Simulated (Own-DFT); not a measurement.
# How strain changes the stress of wurtzite AlGaN with randomly placed atoms, 128 atoms (Al48Ga16N64)

All numbers below are calculated, not measured. They come from Own-DFT, an in-house plane-wave density functional program, since retired, whose code no person has reviewed. Each row is one single-point run on a periodic cell that was not relaxed, without spin or spin-orbit coupling.

Settings of every run: PBE; PseudoDojo norm-conserving scalar-relativistic files (stringent for Ga); cutoff 96 hartree; 3 x 3 x 3 k mesh centred on Gamma; Gaussian smearing of 0.01 eV.

Known limits: k mesh not checked against a denser one; stress not checked against mesh or cutoff.

Unstrained cell vectors in Å: (12.525, 0.000, 0.000); (-6.263, 10.847, 0.000); (0.000, 0.000, 10.066). The unstrained cell has measured lattice constants (interpolated for alloys), not those of this functional. That, the random moves and any unrelaxed bonds set the pressure at no strain. Each run strains this cell uniformly, with the atoms carried along. Every atom was also moved at random, by a Gaussian of width 0.05 Å on each axis. The random placing of the alloy's atoms differs from row to row. Strain is the symmetric tensor, in per cent. Stress is positive in tension, and the pressure is minus a third of its trace.

| run | e_xx (%) | e_yy (%) | e_zz (%) | s_xx (GPa) | s_yy (GPa) | s_zz (GPa) | P (GPa) | E (meV/atom) |
|---|---|---|---|---|---|---|---|---|
| 1 | 1.25 | 1.25 | 0.00 | 0.09 | -0.28 | -3.17 | 1.12 | 4.7 |
| 2 | -1.25 | -1.25 | 0.00 | -14.44 | -14.46 | -8.86 | 12.59 | 53.2 |
| 3 | -2.75 | -2.75 | 0.00 | -25.11 | -25.16 | -9.89 | 20.05 | 71.6 |
| 4 | -1.00 | -1.00 | 0.00 | -12.29 | -12.82 | -7.80 | 10.97 | 34.8 |
| 5 | 1.75 | 1.75 | 0.00 | 3.83 | 2.73 | -3.65 | -0.97 | 0.0 |
| 6 | 2.00 | 2.00 | 0.00 | 4.04 | 3.36 | -3.83 | -1.19 | 21.1 |
| 7 | -1.50 | -1.50 | 0.00 | -15.84 | -15.50 | -9.50 | 13.61 | 55.8 |
| 8 | 2.75 | 2.75 | 0.00 | 7.67 | 6.73 | -2.56 | -3.94 | 14.6 |
| 9 | 0.50 | 0.50 | 0.00 | ? | ? | ? | ? | ? |

E is the free energy for each atom above the lowest run shown.

## Worked fit

The change of volume is close to e_xx + e_yy + e_zz. A straight line through the runs shown gives P = 7.29 - 218 x (fractional change of volume) GPa, with an error of 7 on the slope and a scatter of 0.72 GPa. The strain isn't the same on all axes and the cell isn't cubic, so the slope belongs to this path and is not the bulk modulus.

## Withheld run

Question: what pressure should run 9 give? Its volume changes by 1.00 %.

The line gives 5.1 GPa. The calculation gave 4.08 GPa.
